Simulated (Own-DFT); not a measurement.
## Calculated data, GaAs (zincblende with one plane slipped along a stacking-fault path, atoms displaced), SiC (4H silicon carbide, atoms displaced), SiC (3C silicon carbide, strained, atoms displaced)

Computed with Own-DFT development build. A calculation, not a measurement: plane-wave PBE density functional theory by an unreviewed code, no spin, of a simulated periodic cell, stress positive in tension, free energy of the whole cell less one offset for each atom, forces on such cells passed a denser k mesh, this cell's mesh not checked; offsets are fitted by least squares, one for each functional and potential file, so energies compare only between cells with the same atoms and settings and are not formation energies; the far tail of each file's local potential was reset to the Coulomb form; each entry is a single point on an unrelaxed cell, so the pressure reflects the starting lattice, mostly measured values (interpolated for alloys), from which strain is counted, and rises with the displacements; printed positions are rounded, which can move forces by about a meV/angstrom; the program, named Own-DFT, is a retired in-house code; no spin-orbit coupling.

Common to all runs: functional PBE; potential files PseudoDojo norm-conserving, scalar-relativistic, standard set; wave cutoff 42 hartree; occupations Fermi-Dirac; smearing width 0.1 eV.

(1) GaAs (zincblende with one plane slipped along a stacking-fault path, atoms displaced)

```xyz
48
Lattice="5.6533 -5.6533 0.0000 0.0000 5.6533 -5.6533 11.7777 11.7777 10.3644" Properties=species:S:1:pos:R:3 GaAs
Ga     5.6586    -5.5849     0.0009
As     7.0949     1.3812    -4.2187
Ga     2.7805     2.8127    -0.0439
As     4.2093     4.2912     1.3917
Ga     5.6463     2.8770     2.8073
As     7.0652     4.2184     4.2446
Ga     6.1578     6.1189     4.6999
As     7.5843     7.5016     6.0835
Ga     8.8902     8.9532     4.6923
As    10.3706    10.3394     6.1910
Ga    11.7943     8.9260     7.5422
As    13.2200    10.3729     8.9225
Ga     5.6415    -2.8030    -2.8179
As     7.1111    -1.4121    -1.3847
Ga     2.8710     5.6703    -2.8293
As     4.2580     7.1003    -1.4424
Ga     5.6687     5.6675     0.0278
As     7.0385     7.0532     1.4187
Ga     6.0982     8.9987     1.8377
As     7.5387    10.3650     3.3259
Ga     8.9093    11.7301     1.8481
As    10.3856    13.2042     3.3635
Ga    11.7726    11.8160     4.7468
As    13.2082    13.1654     6.1477
Ga     2.8315     2.8152    -5.6389
As     4.2419     4.2253    -4.2437
Ga     5.6617    -0.0232     0.0250
As     7.0485     1.3902     1.3914
Ga     8.4673    -0.0512     2.7858
As     9.8524     1.4080     4.2184
Ga     8.9527     3.3410     4.7158
As    10.3327     4.7082     6.1201
Ga    11.7974     6.0911     4.6979
As    13.1888     7.5605     6.0669
Ga    14.6526     6.1638     7.5518
As    16.0271     7.4939     8.9581
Ga    14.5491    11.7816     7.5540
As     4.2749     1.4346    -1.4608
Ga     5.6234     2.8272    -2.8460
As     7.0804     4.2521    -1.3739
Ga     8.4756     2.8483    -0.0223
As     9.9365     4.2706     1.4609
Ga     8.9516     6.0673     1.8458
As    10.3912     7.5602     3.2676
Ga    11.8131     8.9312     1.8564
As    13.2080    10.2957     3.3133
Ga    14.6204     8.9809     4.7393
As    16.0425    10.3939     6.1550
```

Settings of this run: k mesh 4 x 4 x 2 centred on Gamma.

It finds free energy of cell above offsets -12.478 eV; pressure 5.72 GPa; stress xx -6.82 GPa; stress yy -6.76 GPa; stress zz -3.58 GPa; stress yz -0.07 GPa; stress xz -0.67 GPa; stress xy 2.46 GPa.

Force:
| element | x (eV/Å) | y (eV/Å) | z (eV/Å) |
| --- | --- | --- | --- |
| Ga | 0.297 | -0.826 | 0.094 |
| As | -0.154 | 0.472 | -0.097 |
| Ga | 0.728 | -0.276 | 0.468 |
| As | 0.167 | -0.8 | -0.308 |
| Ga | 0.054 | -0.177 | -0.285 |
| As | -1.958 | -1.411 | -1.59 |
| Ga | 0.427 | 2.097 | 1.047 |
| As | -0.509 | 0.189 | 0.293 |
| Ga | 1.111 | 0.035 | 0.124 |
| As | -0.189 | 0.112 | -0.671 |
| Ga | 0.027 | -0.086 | 0.155 |
| As | -0.469 | -0.268 | 0.669 |
| Ga | 0.287 | -0.187 | 0.159 |
| As | -0.538 | 0.288 | -0.569 |
| Ga | -0.041 | -0.24 | 0.239 |
| As | 0.087 | -0.112 | 0.299 |
| Ga | -0.234 | 0.172 | -0.396 |
| As | -1.15 | -1.024 | -0.872 |
| Ga | 3.603 | 0.088 | 1.679 |
| As | -0.231 | -0.159 | -0.55 |
| Ga | 0.61 | 0.511 | 0.678 |
| As | -0.403 | -0.262 | -0.736 |
| Ga | 0.112 | -0.853 | -0.079 |
| As | -0.279 | 0.573 | -0.118 |
| Ga | -0.072 | -0.067 | -0.223 |
| As | -0.079 | 0.126 | -0.072 |
| Ga | -0.173 | 0.168 | -0.44 |
| As | 0.17 | 0.444 | 0.279 |
| Ga | -0.207 | 0.622 | 0.449 |
| As | -0.866 | -1.653 | -1.209 |
| Ga | 2.097 | 0.606 | 1.283 |
| As | 0.656 | -0.05 | 0.142 |
| Ga | -0.443 | 0.495 | 0.063 |
| As | 0.149 | -0.427 | 0.636 |
| Ga | -0.843 | -0.532 | -0.24 |
| As | 0.013 | 0.937 | 0.07 |
| Ga | 0.864 | 0.069 | -0.043 |
| As | -0.463 | -0.521 | 0.582 |
| Ga | 0.719 | 0.187 | 0.126 |
| As | -0.461 | -0.092 | -0.513 |
| Ga | 0.342 | -0.227 | 0.435 |
| As | -2.731 | -2.315 | -2.298 |
| Ga | 0.476 | 3.468 | 1.714 |
| As | -0.395 | -0.348 | 0.163 |
| Ga | -0.026 | 0.067 | -0.137 |
| As | -0.166 | 1.03 | -0.209 |
| Ga | 0.302 | -0.008 | 0.026 |
| As | -0.217 | 0.165 | -0.216 |

(2) SiC (4H silicon carbide, atoms displaced)

```xyz
32
Lattice="6.1654 0.0000 0.0000 -3.0827 5.3394 0.0000 0.0000 0.0000 10.0681" Properties=species:S:1:pos:R:3 SiC
Si     3.0065     5.3226     4.1141
Si    -0.1726     1.7131     1.4992
C      3.0579     5.2943     1.0454
C     -0.1299     1.7854     3.4869
Si    -1.4072     2.6878     4.0900
Si    -1.5341     4.4704     1.5799
C      4.5359     2.7116     0.9523
C     -1.4911     4.4559     3.3961
Si     3.0934     0.0204     4.0452
Si     3.1670     1.7908     1.5543
C     -0.0734     5.3199     0.8649
C      2.9486     1.8319     3.5129
Si     1.4722     2.6219     4.0242
Si     1.6110     4.4816     1.5926
C      1.5709     2.6688     1.0248
C      1.5990     4.4730     3.3381
Si     3.0989     5.2709     9.1435
Si     3.0272     3.5132     6.6026
C     -0.0695     0.1863     5.9901
C      3.1535     3.5476     8.4583
Si    -1.5621     2.7057     9.2184
Si     4.6056     0.9519     6.6494
C      4.5882     2.6254     6.0065
C      4.5943     0.8088     8.4768
Si     0.0147     5.2491     9.0903
Si    -0.0492     3.5041     6.6628
C      3.1292     0.1521     5.9766
C      0.0240     3.5431     8.4867
Si     1.4532     2.6416     9.1231
Si     1.5601     0.9429     6.6076
C      1.5496     2.6750     5.9967
C      1.5485     0.8812     8.5288
```

Here we set k mesh 5 x 5 x 3 centred on Gamma.

It finds free energy of cell above offsets -1.296 eV; pressure 6.54 GPa; stress xx -7.63 GPa; stress yy -5.22 GPa; stress zz -6.76 GPa; stress yz -0.3 GPa; stress xz 1.07 GPa; stress xy 0.91 GPa.

Force:
| element | x (eV/Å) | y (eV/Å) | z (eV/Å) |
| --- | --- | --- | --- |
| Si | 1.677 | 0.602 | 0.084 |
| Si | 3.456 | 1.861 | 1.951 |
| C | 1.235 | 1.022 | -2.921 |
| C | 3.518 | -2.367 | -2.41 |
| Si | -5.847 | 1.724 | 1.649 |
| Si | 0.115 | 0.275 | 0.128 |
| C | 1.96 | 0.256 | -0.217 |
| C | -0.748 | 0.014 | 2.231 |
| Si | 0.281 | 0.709 | 0.636 |
| Si | -4.4 | -1.389 | 1.351 |
| C | 2.233 | 0.343 | 1.243 |
| C | 4.095 | -1.377 | -1.777 |
| Si | -0.655 | 1.847 | 0.954 |
| Si | -3.384 | -2.168 | -1.983 |
| C | -1.523 | -0.266 | -1.69 |
| C | -1.961 | -0.624 | 3.875 |
| Si | -0.453 | 0.987 | -0.558 |
| Si | 1.389 | 2.291 | -0.283 |
| C | 1.777 | -3.35 | -0.527 |
| C | -1.701 | -0.438 | 1.103 |
| Si | 0.155 | -1.685 | -2.915 |
| Si | -0.022 | -0.868 | 0.018 |
| C | 0.427 | 2.601 | -0.8 |
| C | 1.036 | 1.334 | 1.953 |
| Si | -0.51 | 2.127 | 0.202 |
| Si | 0.652 | 1.652 | -1.782 |
| C | -1.53 | -3.256 | -0.469 |
| C | -1.524 | -0.871 | 0.854 |
| Si | 2.847 | -0.155 | 1.418 |
| Si | -0.589 | -0.929 | 0.189 |
| C | -1.695 | 0.641 | -1.058 |
| C | -0.31 | -0.544 | -0.447 |

(3) SiC (3C silicon carbide, strained, atoms displaced)

```xyz
64
Lattice="8.6962 -0.1575 0.0357 -0.1575 8.6233 -0.0886 0.0357 -0.0886 8.5785" Properties=species:S:1:pos:R:3 SiC
Si    -0.0469     8.5048     8.4702
Si     8.5870     1.9513     2.1740
Si     2.1564    -0.0308     2.1813
Si     2.2786     2.0587     8.5068
C      1.0625     1.0617     1.1051
C      1.0240     3.2340     3.1074
C      3.2961     0.9684     3.1114
C      3.2103     3.1451     0.9908
Si     0.0489     0.0338     4.3067
Si     8.6446     1.8287     6.4037
Si     2.2373    -0.0792     6.4578
Si     2.1589     2.0769     4.3077
C      1.0330     1.0299     5.2563
C      1.0062     3.1415     7.4569
C      3.3012     0.9815     7.4637
C      3.2407     3.1262     5.2840
Si     8.5872     4.0627     8.5457
Si    -0.0911     6.3676     2.1006
Si     2.1300     4.2576     2.0130
Si     2.0346     6.4122     0.0155
C      0.9725     5.3533     0.9917
C      0.9762     7.4772     3.1930
C      3.1626     5.3146     3.1148
C      3.0934     7.4667     0.9869
Si    -0.0133     4.2487     4.1774
Si    -0.0703     6.4254     6.4198
Si     2.0793     4.1921     6.3632
Si     2.0890     6.4157     4.2720
C      1.0290     5.2706     5.2953
C      0.9620     7.3998     7.3951
C      3.1564     5.2393     7.5051
C      3.0964     7.3926     5.3583
Si     4.2244     8.4892    -0.0351
Si     4.3439     1.9854     2.0976
Si     6.6267    -0.0832     2.1005
Si     6.5578     2.0214     8.5664
C      5.4038     1.0742     1.0998
C      5.3884     3.1250     3.1741
C      7.6009     0.8960     3.3064
C      7.4762     2.9647     1.0526
Si     4.2469     8.4735     4.2022
Si     4.3882     2.0162     6.3873
Si     6.2873     8.3983     6.3783
Si     6.5042     1.9872     4.3751
C      5.4278     0.9671     5.4838
C      5.3404     3.0087     7.5538
C      7.6307     0.8875     7.5543
C      7.5670     3.0396     5.3478
Si     4.3903     4.0827     8.5371
Si     4.2709     6.3236     2.0590
Si     6.4273     4.1417     2.1672
Si     6.4710     6.1499     8.5147
C      5.3960     5.1806     0.9787
C      5.3303     7.4083     3.0809
C      7.5154     5.3252     3.2148
C      7.4866     7.3742     1.0321
Si     4.2974     4.1391     4.2969
Si     4.3561     6.3543     6.3387
Si     6.4286     4.1853     6.3851
Si     6.3990     6.2511     4.3094
C      5.3394     5.2098     5.2122
C      5.2885     7.4293     7.4236
C      7.6025     5.1736     7.5490
C      7.5238     7.3545     5.3080
```

Here we set hardware one NVIDIA H100 and k mesh 4 x 4 x 4 centred on Gamma.

The calculation gives: free energy of cell above offsets -3.102 eV; pressure 13.42 GPa; stress xx -11.8 GPa; stress yy -13.76 GPa; stress zz -14.7 GPa; stress yz -7.84 GPa; stress xz 2.51 GPa; stress xy -11.54 GPa; wall time 334.7 s.

Force:
| element | x (eV/Å) | y (eV/Å) | z (eV/Å) |
| --- | --- | --- | --- |
| Si | -1.523 | 0.6 | 0.451 |
| Si | 1.465 | 0.484 | -0.673 |
| Si | -0.363 | -1.238 | -1.087 |
| Si | -3.536 | -0.655 | 0.11 |
| C | 0.749 | -0.093 | -0.825 |
| C | 0.722 | -1.38 | 0.431 |
| C | -0.381 | 0.227 | 3.645 |
| C | 1.537 | 0.631 | 1.757 |
| Si | -2.038 | -3.827 | -2.251 |
| Si | 0.248 | 2.716 | 0.78 |
| Si | -1.272 | -0.603 | -0.485 |
| Si | 0.014 | 0.22 | -3.132 |
| C | 3.033 | 0.643 | 3.32 |
| C | 0.652 | -1.028 | -0.212 |
| C | 0.434 | -1.001 | 0.607 |
| C | -0.187 | -0.72 | 2.253 |
| Si | 1.485 | -1.829 | 0.982 |
| Si | 0.106 | 2.522 | -0.447 |
| Si | -0.417 | -0.324 | 0.585 |
| Si | 0.323 | 0.019 | -2.738 |
| C | -0.552 | -0.933 | 0.808 |
| C | -0.149 | 0.508 | -0.328 |
| C | 0.595 | -0.485 | 1.415 |
| C | 0.953 | 0.363 | 1.182 |
| Si | -1.381 | 0.991 | 0.853 |
| Si | -0.9 | -1.627 | -2.822 |
| Si | 0.676 | 0.339 | 0.862 |
| Si | -0.806 | -1.483 | -1.633 |
| C | -0.508 | 0.995 | 0.364 |
| C | 2.365 | 2.051 | 1.808 |
| C | 1.797 | -0.13 | -0.877 |
| C | 2.529 | 1.382 | -0.618 |
| Si | -1.203 | 1.98 | -0.139 |
| Si | -1.346 | 3.262 | 0.844 |
| Si | -1.983 | -0.908 | 0.887 |
| Si | -2.78 | -3.293 | -2.137 |
| C | 2.377 | -3.396 | -2.127 |
| C | -0.629 | -1.77 | 1.903 |
| C | -0.267 | 0.436 | -0.246 |
| C | 3.04 | 4.378 | 2.899 |
| Si | -0.91 | 0.26 | -0.438 |
| Si | -2.515 | 0.982 | 1.142 |
| Si | 3.753 | 1.882 | -0.335 |
| Si | -0.737 | 0.109 | -1.962 |
| C | 0.838 | -2.091 | -2.99 |
| C | 2.929 | 0.733 | -2.58 |
| C | -0.768 | -1.809 | -0.354 |
| C | 0.467 | 0.794 | 0.715 |
| Si | -3.632 | 1.356 | 0.043 |
| Si | -0.45 | 0.371 | -0.563 |
| Si | 1.481 | 0.862 | -1.088 |
| Si | -0.458 | 2.887 | 1.027 |
| C | -0.183 | 1.375 | 1.644 |
| C | 0.712 | 0.251 | 1.48 |
| C | -0.258 | -3.537 | 0.095 |
| C | 0.657 | -0.334 | -0.806 |
| Si | -1.329 | 0.498 | -3.734 |
| Si | -3.673 | -1.478 | 0.835 |
| Si | 0.953 | -1.6 | 0.609 |
| Si | 1.606 | 3.009 | -2.937 |
| C | 0.286 | 0.387 | 3.859 |
| C | 1.06 | -2.695 | 1.671 |
| C | -1.559 | -0.204 | -2.552 |
| C | -1.148 | -0.031 | 1.252 |

(4) SiC (3C silicon carbide, strained, atoms displaced)

```xyz
64
Lattice="8.7033 -0.1606 0.0165 -0.1606 8.8722 0.0783 0.0165 0.0783 8.8564" Properties=species:S:1:pos:R:3 SiC
Si     8.5435     8.7350     8.9190
Si    -0.0246     2.2710     2.3245
Si     2.3557     0.0504     2.2168
Si     2.0792     2.1953     0.0280
C      1.1118     1.0753     1.1177
C      0.9832     3.3432     3.3752
C      3.2653     1.0758     3.3641
C      3.1804     3.1870     1.1249
Si     8.6852    -0.0739     4.3540
Si     0.0170     2.1934     6.6430
Si     2.1373     8.8722     6.6722
Si     2.1574     2.2677     4.4236
C      1.1314     1.0922     5.4823
C      1.0400     3.3574     7.8204
C      3.2488     1.0121     7.7829
C      3.1813     3.3088     5.6028
Si    -0.0478     4.5072     8.8501
Si     8.5203     6.5378     2.2777
Si     2.1342     4.4598     2.2011
Si     1.9816     6.6152     8.8333
C      0.9824     5.6149     1.1287
C      0.9096     7.8169     3.3905
C      3.1993     5.4743     3.4374
C      3.1121     7.7063     1.1949
Si     8.6294     4.2583     4.5035
Si    -0.0655     6.6922     6.7894
Si     2.0798     4.5107     6.6612
Si     2.0284     6.7190     4.4904
C      0.9713     5.5568     5.5666
C      0.8706     7.7772     7.7544
C      3.1952     5.5432     7.8562
C      3.1700     7.7181     5.5874
Si     4.1237     8.6773     0.0920
Si     4.3383     2.1696     2.2314
Si     6.3533     8.7644     2.3093
Si     6.4800     2.1377     0.0515
C      5.4407     1.0545     1.1398
C      5.3184     3.3099     3.3840
C      7.6632     0.9029     3.2972
C      7.6285     3.2149     1.1031
Si     4.3675     0.0103     4.3637
Si     4.2341     2.1984     6.6832
Si     6.6312    -0.0555     6.6766
Si     6.5765     2.1392     4.4655
C      5.4531     1.0520     5.5675
C      5.4456     3.3460     7.7452
C      7.5993     1.0375     7.7497
C      7.4810     3.1772     5.5300
Si     4.2744     4.3473     0.0761
Si     4.2514     6.5490     2.3407
Si     6.4765     4.3483     2.1950
Si     6.4409     6.5943     0.0742
C      5.2141     5.4263     1.1320
C      5.3078     7.6630     3.3483
C      7.5552     5.4167     3.3993
C      7.4594     7.6542     1.3015
Si     4.3113     4.4379     4.4385
Si     4.2895     6.6044     6.6586
Si     6.5166     4.3086     6.7474
Si     6.4341     6.5286     4.4180
C      5.3899     5.4970     5.6506
C      5.2838     7.7260     7.7753
C      7.5291     5.4773     7.7062
C      7.5592     7.6032     5.5327
```

It was run with hardware one NVIDIA H100 and k mesh 4 x 4 x 4 centred on Gamma.

Results for SiC (3C silicon carbide, strained, atoms displaced): free energy of cell above offsets -5.342 eV; pressure -1.44 GPa; stress xx -1.29 GPa; stress yy 2.81 GPa; stress zz 2.79 GPa; stress yz 3.23 GPa; stress xz 0.07 GPa; stress xy -9.48 GPa; wall time 354.5 s.

Force:
| element | x (eV/Å) | y (eV/Å) | z (eV/Å) |
| --- | --- | --- | --- |
| Si | 0.592 | 1.285 | 1.014 |
| Si | 0.177 | -1.226 | -2.914 |
| Si | -3.881 | -1.872 | -0.833 |
| Si | 0.71 | -1.491 | -0.397 |
| C | -0.757 | 0.108 | 0.458 |
| C | 1.605 | 0.729 | -0.164 |
| C | 0.658 | 1.674 | -0.124 |
| C | 0.461 | 1.609 | 0.362 |
| Si | 1.83 | -2.374 | 2.111 |
| Si | 0.05 | 0.906 | -0.434 |
| Si | -2.121 | -0.592 | -0.252 |
| Si | -0.099 | -0.654 | 0.513 |
| C | -0.381 | 0.665 | 0.672 |
| C | -0.254 | 0.499 | -1.539 |
| C | -0.122 | 1.786 | 0.296 |
| C | 0.224 | 0.823 | -0.597 |
| Si | 0.208 | 0.755 | 0.003 |
| Si | 2.231 | -0.083 | 0.96 |
| Si | -0.704 | -0.601 | 0.737 |
| Si | 2.044 | 2.405 | 0.475 |
| C | -1.15 | -1.93 | 0.974 |
| C | 1.495 | -0.289 | -0.912 |
| C | -1.398 | 1.136 | -1.026 |
| C | -0.258 | -1.557 | 0.548 |
| Si | -0.357 | 1.087 | -0.078 |
| Si | -1.428 | -0.345 | -5.049 |
| Si | 0.666 | -1.125 | 0.39 |
| Si | -0.242 | -0.911 | -0.459 |
| C | 0.294 | 0.29 | 0.739 |
| C | 2.772 | 1.548 | 1.819 |
| C | -0.629 | 0.053 | -1.355 |
| C | 0.057 | 0.402 | -0.144 |
| Si | 2.003 | 1.718 | -0.731 |
| Si | -0.037 | 0.02 | 0.315 |
| Si | -0.067 | 0.644 | -0.538 |
| Si | 0.455 | -0.462 | -0.994 |
| C | -0.561 | -0.96 | -0.019 |
| C | 2.075 | -1.045 | -1.138 |
| C | -2.158 | 2.756 | 0.142 |
| C | -1.263 | -0.472 | 1.427 |
| Si | 1.158 | -1.217 | 1.853 |
| Si | 2.014 | -0.417 | -0.241 |
| Si | -1.834 | -1.172 | -2.039 |
| Si | -3.059 | -1.659 | -1.475 |
| C | -0.21 | 0.12 | -0.421 |
| C | -2.236 | -1.906 | 2.274 |
| C | 0.671 | -0.023 | 1.53 |
| C | 3.1 | 1.383 | 2.249 |
| Si | -0.717 | -0.988 | -1.593 |
| Si | -0.955 | 0.416 | -1.724 |
| Si | -0.719 | -0.159 | 0.764 |
| Si | -1.624 | -1.146 | -0.514 |
| C | 3.151 | 1.307 | 1.262 |
| C | -0.101 | 0.421 | 0.974 |
| C | -0.653 | -0.677 | -0.927 |
| C | -0.405 | -0.281 | -2.591 |
| Si | -0.072 | -0.87 | 2.385 |
| Si | -0.372 | 0.046 | 0.658 |
| Si | -0.527 | 1.511 | -2.919 |
| Si | 0.164 | 0.611 | 1.877 |
| C | 0.051 | -0.805 | -1.409 |
| C | 1.12 | 0.211 | 1.202 |
| C | 0.1 | -0.623 | 3.323 |
| C | -0.782 | 1.01 | 1.245 |
